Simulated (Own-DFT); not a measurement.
Simulation results for Si47N64 (beta silicon nitride with one vacancy, atoms displaced)

All values are calculated (Own-DFT development build). A calculation, not a measurement: plane-wave PBE density functional theory by an unreviewed code, no spin, of a simulated periodic cell, stress positive in tension, free energy of the whole cell less one offset for each atom, some atoms lie very close together, defect cell not probed for a lower state with spin; forces on such cells moved up to 12 meV/angstrom on a denser k mesh; offsets are fitted by least squares, one for each functional and potential file, so energies compare only between cells with the same atoms and settings and are not formation energies; the far tail of each file's local potential was reset to the Coulomb form; each entry is a single point on an unrelaxed cell, so the pressure reflects the starting lattice, mostly measured values (interpolated for alloys), from which strain is counted, and rises with the displacements; printed positions are rounded, which can move forces by about a meV/angstrom; the program, named Own-DFT, is a retired in-house code; no spin-orbit coupling; before rounding, a Quantum ESPRESSO 7.3.1 run of the same cell and cutoff gave forces within 1 meV/angstrom rms on each cell, which checks the program and not the settings.

Settings shared by all entries: functional PBE; potential files PseudoDojo norm-conserving, scalar-relativistic, standard set; wave cutoff 42 hartree; occupations Fermi-Dirac; smearing width 0.1 eV; k mesh 2 x 2 x 4 centred on Gamma.

(1) 
```cif
# cell vector a (Å): 15.2120 0.0000 0.0000
# cell vector b (Å): -7.6060 13.1740 0.0000
# cell vector c (Å): 0.0000 0.0000 5.8180
data_Si47N64
_symmetry_space_group_name_H-M 'P 1'
_symmetry_Int_Tables_number 1
_cell_length_a 15.2120
_cell_length_b 15.2120
_cell_length_c 5.8180
_cell_angle_alpha 90.000
_cell_angle_beta 90.000
_cell_angle_gamma 120.000
_cell_volume 1165.94
loop_
_atom_site_label
_atom_site_type_symbol
_atom_site_fract_x
_atom_site_fract_y
_atom_site_fract_z
_atom_site_occupancy
Si1 Si 0.09154 0.38134 0.13529 1
Si2 Si 0.11421 0.20683 0.11935 1
Si3 Si 0.30704 0.41599 0.09933 1
Si4 Si 0.40985 0.11435 0.38216 1
Si5 Si 0.37915 0.29693 0.36263 1
Si6 Si 0.19823 0.08669 0.37674 1
N1 N 0.16847 0.02070 0.12791 1
N2 N 0.49214 0.14572 0.11736 1
N3 N 0.33727 0.32747 0.13682 1
N4 N 0.32909 0.47784 0.36684 1
N5 N 0.01826 0.35113 0.37678 1
N6 N 0.14374 0.16294 0.39618 1
N7 N 0.15480 0.32771 0.14068 1
N8 N 0.33237 0.17002 0.35215 1
Si7 Si 0.09322 0.39646 0.62855 1
Si8 Si 0.11765 0.19750 0.61963 1
Si9 Si 0.29377 0.41227 0.58453 1
Si10 Si 0.41641 0.11092 0.88960 1
Si11 Si 0.38913 0.30480 0.86959 1
Si12 Si 0.18619 0.08108 0.85890 1
N9 N 0.17074 0.01227 0.64694 1
N10 N 0.48898 0.14395 0.61088 1
N11 N 0.35803 0.33716 0.64948 1
N12 N 0.33334 0.49465 0.88267 1
N13 N 0.01198 0.34895 0.87324 1
N14 N 0.16234 0.18129 0.85203 1
N15 N 0.15634 0.32611 0.64560 1
N16 N 0.32891 0.16501 0.89273 1
Si13 Si 0.08538 0.88094 0.12970 1
Si14 Si 0.11760 0.70838 0.13264 1
Si15 Si 0.30346 0.91967 0.12546 1
Si16 Si 0.40513 0.60934 0.35488 1
Si17 Si 0.38396 0.79636 0.36267 1
Si18 Si 0.20211 0.59334 0.36843 1
N17 N 0.17254 0.51998 0.13482 1
N18 N 0.47979 0.64781 0.15150 1
N19 N 0.34254 0.83011 0.13061 1
N20 N 0.33733 0.98266 0.38106 1
N21 N 0.01795 0.84750 0.34993 1
N22 N 0.15304 0.66719 0.36922 1
N23 N 0.16308 0.83478 0.13307 1
N24 N 0.33125 0.65944 0.35885 1
Si19 Si 0.08057 0.87695 0.62714 1
Si20 Si 0.11519 0.70200 0.62334 1
Si21 Si 0.28886 0.91246 0.60992 1
Si22 Si 0.42552 0.62141 0.88852 1
Si23 Si 0.38971 0.79971 0.88139 1
Si24 Si 0.19471 0.57978 0.89328 1
N25 N 0.16082 0.51309 0.61507 1
N26 N 0.49201 0.65100 0.61898 1
N27 N 0.35183 0.83531 0.62731 1
N28 N 0.34433 0.99353 0.87812 1
N29 N 0.00569 0.84439 0.86377 1
N30 N 0.15053 0.66547 0.86925 1
N31 N 0.16729 0.83842 0.61858 1
N32 N 0.32713 0.66587 0.87846 1
Si25 Si 0.58239 0.38025 0.12033 1
Si26 Si 0.61760 0.19324 0.16031 1
Si27 Si 0.81010 0.42617 0.12860 1
Si28 Si 0.90988 0.10603 0.34354 1
Si29 Si 0.88975 0.30583 0.38551 1
Si30 Si 0.69305 0.08372 0.37013 1
N33 N 0.65298 0.01412 0.12864 1
N34 N 0.97839 0.14694 0.11150 1
N35 N 0.84404 0.34334 0.11844 1
N36 N 0.83304 0.49271 0.36487 1
N37 N 0.51037 0.35087 0.40650 1
N38 N 0.65275 0.16549 0.36849 1
N39 N 0.67158 0.33785 0.09720 1
N40 N 0.82961 0.17113 0.39453 1
Si31 Si 0.58825 0.38663 0.60208 1
Si32 Si 0.60857 0.17944 0.62037 1
Si33 Si 0.80987 0.42553 0.63039 1
Si34 Si 0.92480 0.11515 0.88749 1
Si35 Si 0.89055 0.30638 0.84562 1
Si36 Si 0.69753 0.07777 0.87406 1
N41 N 0.65834 0.01628 0.62929 1
N42 N 0.99623 0.15025 0.61018 1
N43 N 0.86069 0.35272 0.61953 1
N44 N 0.82819 0.48077 0.86629 1
N45 N 0.51807 0.35275 0.85748 1
N46 N 0.64157 0.16500 0.85810 1
N47 N 0.66426 0.33801 0.63273 1
N48 N 0.83270 0.17390 0.89424 1
Si37 Si 0.58758 0.89073 0.14089 1
Si38 Si 0.81021 0.91766 0.11183 1
Si39 Si 0.91245 0.61432 0.37680 1
Si40 Si 0.88356 0.80254 0.38297 1
Si41 Si 0.69886 0.58401 0.37200 1
N49 N 0.66397 0.51070 0.11748 1
N50 N 0.98472 0.65670 0.13297 1
N51 N 0.86039 0.84404 0.13276 1
N52 N 0.83501 0.97893 0.38850 1
N53 N 0.52863 0.85563 0.38929 1
N54 N 0.65227 0.67094 0.38943 1
N55 N 0.65899 0.82566 0.12760 1
N56 N 0.83628 0.66362 0.37226 1
Si42 Si 0.60545 0.88396 0.63011 1
Si43 Si 0.62515 0.69951 0.60734 1
Si44 Si 0.80091 0.91214 0.64065 1
Si45 Si 0.90530 0.61280 0.87719 1
Si46 Si 0.88883 0.79668 0.86834 1
Si47 Si 0.70025 0.57614 0.89032 1
N57 N 0.67618 0.52482 0.62595 1
N58 N 0.99086 0.65881 0.64636 1
N59 N 0.85522 0.83794 0.61590 1
N60 N 0.83926 0.98641 0.86248 1
N61 N 0.51014 0.84002 0.85930 1
N62 N 0.64193 0.66268 0.88903 1
N63 N 0.66467 0.83388 0.63446 1
N64 N 0.83349 0.67097 0.85590 1
_calc_free_energy_of_cell_above_offsets '27.881'  # eV
_calc_pressure 13.54  # GPa
_calc_stress_xx -12.17  # GPa
_calc_stress_yy -10.76  # GPa
_calc_stress_zz -17.68  # GPa
_calc_stress_yz 0.66  # GPa
_calc_stress_xz -0.83  # GPa
_calc_stress_xy 3.23  # GPa
```

Force:
| element | x (eV/Å) | y (eV/Å) | z (eV/Å) |
| --- | --- | --- | --- |
| Si | -6.486 | 3.266 | -1.269 |
| Si | 1.858 | -1.604 | 0.337 |
| Si | -3.878 | 0.604 | 1.827 |
| Si | 0.428 | 1.023 | -1.687 |
| Si | 2.001 | 0.091 | 5.107 |
| Si | 1.431 | 0.64 | 0.535 |
| N | -1.62 | -2.818 | -1.158 |
| N | -1.741 | -0.394 | 3.745 |
| N | 1.494 | 0.33 | -3.067 |
| N | 0.232 | 2.682 | -4.992 |
| N | -0.946 | 0.215 | 0.373 |
| N | 4.088 | -2.119 | -9.047 |
| N | 6.885 | 0.307 | -0.613 |
| N | 0.468 | -2.123 | 1.512 |
| Si | -0.291 | -8.339 | 0.116 |
| Si | -4.86 | 5.723 | 2.466 |
| Si | -0.474 | -4.428 | 9.771 |
| Si | -2.09 | 6.334 | -2.791 |
| Si | 2.937 | -5.179 | 5.074 |
| Si | 3.771 | 5.278 | 6.487 |
| N | -0.946 | -3.179 | -6.506 |
| N | -3.722 | -1.253 | 1.095 |
| N | -6.012 | 2.734 | -8.802 |
| N | 0.576 | -2.541 | -3.189 |
| N | 3.289 | 2.375 | 0.694 |
| N | 0.912 | -2.857 | 6.321 |
| N | 2.382 | 3.306 | -1.427 |
| N | 1.46 | 0.609 | -1.337 |
| Si | 0.483 | 3.011 | -4.69 |
| Si | -0.263 | -1.519 | -2.625 |
| Si | -1.176 | -1.612 | -1.025 |
| Si | 1.684 | -0.34 | 6.063 |
| Si | 2.376 | -0.376 | 4.007 |
| Si | 2.626 | -1.897 | 1.996 |
| N | -1.135 | -4.612 | 0.548 |
| N | 2.518 | 1.394 | -5.644 |
| N | 0.465 | 1.101 | -1.314 |
| N | -0.633 | 2.218 | -2.072 |
| N | -3.645 | -0.956 | 7.205 |
| N | -2.607 | 1.476 | 1.036 |
| N | 3.298 | 1.375 | -0.846 |
| N | -2.469 | 3.245 | 1.146 |
| Si | 0.128 | 1.05 | -1.924 |
| Si | 1.342 | 1.134 | 0.814 |
| Si | 4.906 | 0.115 | 4.056 |
| Si | -1.031 | 1.474 | -1.256 |
| Si | -3.015 | -2.464 | -1.856 |
| Si | 1.752 | 3.655 | -4.459 |
| N | 0.3 | 6.712 | 1.106 |
| N | -2.211 | -1.344 | 0.52 |
| N | -1.482 | 0.57 | -1.133 |
| N | -1.114 | -7.679 | -0.757 |
| N | 6.931 | 3.671 | 1.214 |
| N | -0.884 | 0.062 | 1.753 |
| N | -1.171 | -3.352 | 0.513 |
| N | 1.631 | 0.156 | -0.232 |
| Si | 1.727 | -0.66 | -0.093 |
| Si | -6.074 | 6.926 | -14.15 |
| Si | -4.509 | -2.747 | -1.361 |
| Si | -2.71 | 2.324 | 7.675 |
| Si | -0.417 | -1.312 | -4.141 |
| Si | 4.926 | 0.611 | 2.018 |
| N | 0.486 | 2.415 | -1.01 |
| N | 6.652 | 2.843 | 6.514 |
| N | 6.338 | -3.228 | 0.548 |
| N | 0.84 | -1.646 | 3.025 |
| N | -3.268 | -1.549 | -9.362 |
| N | 3.886 | -1.982 | 7.714 |
| N | -0.514 | -1.517 | 2.434 |
| N | 1.243 | -1.667 | -1.102 |
| Si | 3.549 | 3.035 | 6.592 |
| Si | -3.019 | 5.99 | -1.918 |
| Si | -4.994 | -4.055 | -5.162 |
| Si | -6.902 | -0.201 | -13.05 |
| Si | -2.177 | -2.706 | 5.523 |
| Si | -0.165 | 5.916 | 0.735 |
| N | 0.883 | -1.422 | -1.728 |
| N | -5.83 | -3.483 | 1.004 |
| N | 1.052 | -0.868 | -0.949 |
| N | 0.308 | 5.97 | 3.924 |
| N | -0.949 | -0.039 | 2.671 |
| N | 5.644 | -2.877 | 7.875 |
| N | 4.115 | -1.28 | -1.37 |
| N | 1.038 | -2.289 | -0.804 |
| Si | 1.606 | -5.962 | -3.293 |
| Si | -4.614 | -3.226 | 2.689 |
| Si | 0.597 | 4.13 | 1.077 |
| Si | 3.175 | -4.114 | -3.958 |
| Si | -0.484 | 4.232 | -0.341 |
| N | -0.266 | -1.904 | 4.627 |
| N | 0.809 | -0.971 | -1.201 |
| N | 1.34 | -0.914 | -2.528 |
| N | -0.13 | 1.308 | -2.949 |
| N | -3.981 | -1.532 | -0.062 |
| N | 7.417 | -4.166 | -8.872 |
| N | 1.979 | 3.074 | -0.53 |
| N | -2.874 | 2.33 | -0.27 |
| Si | -14.68 | 3.509 | 0.293 |
| Si | -7.014 | 2.307 | 9.722 |
| Si | -1.59 | -2.491 | -3.479 |
| Si | 1.444 | 2.282 | 0.521 |
| Si | -6.42 | -1.555 | 1.496 |
| Si | -2.302 | 6.61 | -4.085 |
| N | -0.716 | -4.481 | -0.357 |
| N | -2.139 | -2.118 | -2.25 |
| N | -1.215 | 1.015 | 4.121 |
| N | 0.305 | 1.868 | 2.95 |
| N | 3.887 | 3.077 | 2.345 |
| N | 1.954 | -0.829 | -1.34 |
| N | 14.23 | -4.022 | 0.504 |
| N | -0.221 | -2.906 | 1.398 |

(2) 
```cif
# cell vector a (Å): 15.2120 0.0000 0.0000
# cell vector b (Å): -7.6060 13.1740 0.0000
# cell vector c (Å): 0.0000 0.0000 5.8180
data_Si47N64
_symmetry_space_group_name_H-M 'P 1'
_symmetry_Int_Tables_number 1
_cell_length_a 15.2120
_cell_length_b 15.2120
_cell_length_c 5.8180
_cell_angle_alpha 90.000
_cell_angle_beta 90.000
_cell_angle_gamma 120.000
_cell_volume 1165.94
loop_
_atom_site_label
_atom_site_type_symbol
_atom_site_fract_x
_atom_site_fract_y
_atom_site_fract_z
_atom_site_occupancy
Si1 Si 0.08354 0.37533 0.13912 1
Si2 Si 0.10730 0.19236 0.10413 1
Si3 Si 0.28741 0.39636 0.12594 1
Si4 Si 0.40535 0.11782 0.36165 1
Si5 Si 0.39442 0.30512 0.36906 1
Si6 Si 0.20423 0.09315 0.38728 1
N1 N 0.16890 0.02199 0.13732 1
N2 N 0.47837 0.14327 0.13262 1
N3 N 0.34535 0.32582 0.12982 1
N4 N 0.33577 0.48211 0.35084 1
N5 N 0.01413 0.35477 0.38176 1
N6 N 0.14310 0.15623 0.36526 1
N7 N 0.17897 0.33442 0.12839 1
N8 N 0.32666 0.16656 0.35521 1
Si7 Si 0.09262 0.38672 0.59978 1
Si8 Si 0.11675 0.20069 0.65015 1
Si9 Si 0.29564 0.40297 0.63436 1
Si10 Si 0.42686 0.11624 0.87752 1
Si11 Si 0.38699 0.30012 0.85999 1
Si12 Si 0.20935 0.09731 0.87056 1
N9 N 0.16759 0.01946 0.61189 1
N10 N 0.47943 0.13846 0.61463 1
N11 N 0.35127 0.34447 0.62045 1
N12 N 0.33013 0.48371 0.87699 1
N13 N 0.01433 0.33843 0.87190 1
N14 N 0.15615 0.17278 0.87143 1
N15 N 0.16745 0.33353 0.62224 1
N16 N 0.33124 0.16454 0.86387 1
Si13 Si 0.08095 0.89334 0.10964 1
Si14 Si 0.11348 0.69851 0.11681 1
Si15 Si 0.30169 0.91722 0.12403 1
Si16 Si 0.40902 0.61914 0.39199 1
Si17 Si 0.38709 0.80385 0.37910 1
Si18 Si 0.20905 0.58930 0.33809 1
N17 N 0.16617 0.50553 0.11208 1
N18 N 0.47777 0.65445 0.14120 1
N19 N 0.35397 0.83376 0.12008 1
N20 N 0.33920 0.98873 0.35715 1
N21 N 0.01136 0.84959 0.38096 1
N22 N 0.14599 0.65863 0.39184 1
N23 N 0.17386 0.83826 0.11329 1
N24 N 0.33471 0.66300 0.37358 1
Si19 Si 0.08999 0.87973 0.61318 1
Si20 Si 0.12190 0.70567 0.63338 1
Si21 Si 0.28341 0.91582 0.62915 1
Si22 Si 0.40807 0.60839 0.87936 1
Si23 Si 0.38848 0.80071 0.88563 1
Si24 Si 0.20112 0.58473 0.87149 1
N25 N 0.16109 0.50803 0.61416 1
N26 N 0.48390 0.65002 0.61813 1
N27 N 0.34595 0.82786 0.62815 1
N28 N 0.34496 0.99133 0.89160 1
N29 N 0.01124 0.85184 0.90708 1
N30 N 0.14468 0.66681 0.85064 1
N31 N 0.16192 0.82493 0.60830 1
N32 N 0.33221 0.66217 0.87951 1
Si25 Si 0.58692 0.38552 0.11788 1
Si26 Si 0.62105 0.19642 0.12858 1
Si27 Si 0.79774 0.40424 0.13049 1
Si28 Si 0.88556 0.29696 0.38761 1
Si29 Si 0.69750 0.07780 0.37693 1
N33 N 0.66829 0.01842 0.12121 1
N34 N 0.99008 0.15323 0.11091 1
N35 N 0.84408 0.33157 0.14135 1
N36 N 0.83282 0.48972 0.36373 1
N37 N 0.52477 0.35035 0.38560 1
N38 N 0.64793 0.16414 0.38305 1
N39 N 0.66255 0.33094 0.11983 1
N40 N 0.83727 0.16065 0.36550 1
Si30 Si 0.58603 0.38403 0.62709 1
Si31 Si 0.61523 0.19925 0.63900 1
Si32 Si 0.79751 0.41145 0.61660 1
Si33 Si 0.91358 0.11833 0.88419 1
Si34 Si 0.88423 0.29926 0.84777 1
Si35 Si 0.70378 0.08586 0.88989 1
N41 N 0.67243 0.02040 0.63651 1
N42 N 0.97630 0.14975 0.61416 1
N43 N 0.85644 0.33659 0.64672 1
N44 N 0.83883 0.48356 0.88218 1
N45 N 0.50770 0.35790 0.85282 1
N46 N 0.65079 0.16964 0.86703 1
N47 N 0.66575 0.32571 0.63618 1
N48 N 0.83425 0.17334 0.87748 1
Si36 Si 0.60113 0.89121 0.11482 1
Si37 Si 0.60908 0.69658 0.12195 1
Si38 Si 0.80438 0.92928 0.14620 1
Si39 Si 0.91751 0.62416 0.38934 1
Si40 Si 0.88386 0.79197 0.37054 1
Si41 Si 0.70133 0.58068 0.36839 1
N49 N 0.67173 0.51044 0.14082 1
N50 N 0.98332 0.64956 0.14785 1
N51 N 0.85354 0.83674 0.12130 1
N52 N 0.84520 0.99951 0.36461 1
N53 N 0.51085 0.84836 0.36887 1
N54 N 0.64955 0.66064 0.37231 1
N55 N 0.67285 0.82780 0.11538 1
N56 N 0.83086 0.66263 0.36849 1
Si42 Si 0.59113 0.88814 0.62014 1
Si43 Si 0.61843 0.70144 0.63470 1
Si44 Si 0.79801 0.91441 0.60853 1
Si45 Si 0.91175 0.60980 0.89135 1
Si46 Si 0.88872 0.80852 0.87305 1
Si47 Si 0.70519 0.59362 0.86777 1
N57 N 0.66550 0.51095 0.62138 1
N58 N 0.97112 0.63804 0.63994 1
N59 N 0.84208 0.84253 0.61727 1
N60 N 0.83029 0.98779 0.88924 1
N61 N 0.52057 0.84735 0.89985 1
N62 N 0.64359 0.65540 0.86188 1
N63 N 0.66544 0.83861 0.61045 1
N64 N 0.83063 0.66914 0.87149 1
_calc_free_energy_of_cell_above_offsets '18.055'  # eV
_calc_pressure 10.84  # GPa
_calc_stress_xx -13.89  # GPa
_calc_stress_yy -7.36  # GPa
_calc_stress_zz -11.28  # GPa
_calc_stress_yz 0.47  # GPa
_calc_stress_xz -3.42  # GPa
_calc_stress_xy -0.42  # GPa
```

Force:
| element | x (eV/Å) | y (eV/Å) | z (eV/Å) |
| --- | --- | --- | --- |
| Si | 1.331 | -0.737 | -3.655 |
| Si | 1.97 | 2.995 | 5.379 |
| Si | 10.07 | 11.16 | -0.268 |
| Si | 0.729 | -0.551 | 2.33 |
| Si | -1.243 | -1.838 | 0.996 |
| Si | -0.923 | -0.982 | -3.553 |
| N | -0.589 | -0.984 | -2.841 |
| N | 4.158 | 2.756 | -0.61 |
| N | 1.5 | 0.625 | -2.197 |
| N | -0.103 | 0.069 | 3.298 |
| N | -0.169 | -0.592 | -1.905 |
| N | -2.42 | 2.213 | 1.886 |
| N | -14.07 | -9.755 | 0.057 |
| N | 3.155 | 3.558 | 1.152 |
| Si | -0.186 | -2.612 | 5.015 |
| Si | -5.367 | 0.963 | -8.736 |
| Si | -7.297 | 7.974 | -1.74 |
| Si | -4.568 | -0.042 | -1.751 |
| Si | -3.901 | -3.292 | 1.691 |
| Si | -0.494 | -3.939 | 1.454 |
| N | 0.543 | -3.707 | 4.351 |
| N | 1.314 | 1.931 | 0.088 |
| N | 8.748 | -5.866 | -0.796 |
| N | 0.859 | -3.109 | -0.298 |
| N | 0.104 | 1.389 | -0.079 |
| N | 3.838 | -2.041 | 1.503 |
| N | 0.282 | -1.975 | 0.079 |
| N | 3.911 | 3.279 | -0.454 |
| Si | 6.972 | 2.728 | 8.66 |
| Si | -0.247 | 2.385 | 2.053 |
| Si | 0.221 | -2.302 | -0.362 |
| Si | 3.459 | -3.994 | -2.469 |
| Si | -0.403 | -2.492 | -0.463 |
| Si | -1.18 | -1.755 | 4.35 |
| N | -1.198 | 1.934 | -0.17 |
| N | 2.726 | 0.022 | -2.507 |
| N | -2.649 | 1.338 | 2.308 |
| N | -1.057 | -1.465 | 4.168 |
| N | 1.772 | 0.484 | -0.308 |
| N | 0.454 | 0.216 | -4.047 |
| N | -2.498 | -1.732 | -0.161 |
| N | -4.749 | 3.555 | -0.022 |
| Si | -3.257 | 2.187 | 1.273 |
| Si | -4.335 | -2.918 | -6.803 |
| Si | 5.639 | 1.955 | -0.426 |
| Si | 0.627 | 1.715 | 0.424 |
| Si | 1.733 | -2.177 | -2.526 |
| Si | 0.678 | -1.127 | -2.589 |
| N | 0.427 | 5.303 | -0.1 |
| N | 1.25 | 0.346 | 3.45 |
| N | -1.818 | 1.9 | 0.993 |
| N | -1.145 | -2.626 | -3.498 |
| N | -0.796 | -1.572 | -10.31 |
| N | 4.897 | -3.971 | 9.103 |
| N | -1.44 | 3.502 | 0.26 |
| N | -1.634 | 1.666 | -0.168 |
| Si | 0.933 | -0.801 | -0.029 |
| Si | -4.09 | 2.826 | 0.415 |
| Si | -4.938 | 4.386 | -0.54 |
| Si | 0.206 | -2.545 | -1.501 |
| Si | 1.961 | 4.594 | 1.43 |
| N | -0.405 | -1.6 | 2.045 |
| N | -2.678 | -0.481 | -0.573 |
| N | 4.266 | -2.685 | -0.935 |
| N | 0.782 | -2.244 | 1.685 |
| N | -3.661 | -1.622 | -3.7 |
| N | 2.113 | -1.841 | -0.054 |
| N | 1.103 | -1.387 | 0.039 |
| N | -2.501 | 1.113 | 0.235 |
| Si | 3.612 | 0.511 | 1.027 |
| Si | -3.233 | 0.355 | -4.907 |
| Si | -0.825 | 1.731 | 0.897 |
| Si | -0.994 | -0.284 | -1.242 |
| Si | 6.914 | -3.246 | 12.95 |
| Si | 0.837 | 3.797 | -3.818 |
| N | -1.016 | -2.204 | -0.409 |
| N | 1.909 | 0.751 | 1.767 |
| N | -6.723 | 4.36 | -11.14 |
| N | -0.277 | -2.567 | -0.36 |
| N | 4.694 | 1.477 | 3.088 |
| N | 3.469 | -3.398 | 4.402 |
| N | -1.014 | 2.46 | -0.39 |
| N | -0.581 | -2.306 | 0.339 |
| Si | -0.489 | -4.328 | 2.546 |
| Si | -0.079 | 0.231 | 1.245 |
| Si | 1.63 | -5.108 | -4.049 |
| Si | -1.743 | -3.41 | -0.396 |
| Si | -3.373 | 0.945 | -0.293 |
| Si | -0.103 | 1.833 | 2.525 |
| N | -1.336 | 0.387 | -4.957 |
| N | 1.686 | 0.874 | -3.066 |
| N | -1.213 | 1.065 | 1.774 |
| N | -0.576 | -0.04 | 5.269 |
| N | 3.958 | 2.897 | 0.867 |
| N | -0.574 | 0.182 | 0.16 |
| N | -1.451 | 2.505 | 0.432 |
| N | -0.471 | 1.496 | 0.472 |
| Si | -2.768 | -1.121 | 1.016 |
| Si | -2.636 | 1.489 | -4.62 |
| Si | -5.092 | 6.309 | 0.808 |
| Si | -2.475 | 1.122 | 0.756 |
| Si | -2.91 | -2.797 | -0.832 |
| Si | 2.557 | -3.998 | 0.601 |
| N | 0.131 | 1.462 | 1.205 |
| N | 4.426 | 3.53 | 0.212 |
| N | 8.345 | -5.519 | 0.683 |
| N | 0.095 | 0.051 | -2.735 |
| N | -1.459 | 0.397 | -4.588 |
| N | -2.104 | 1.083 | 3.302 |
| N | 2.514 | -2.196 | 0.345 |
| N | 2.024 | 1.508 | 0.086 |
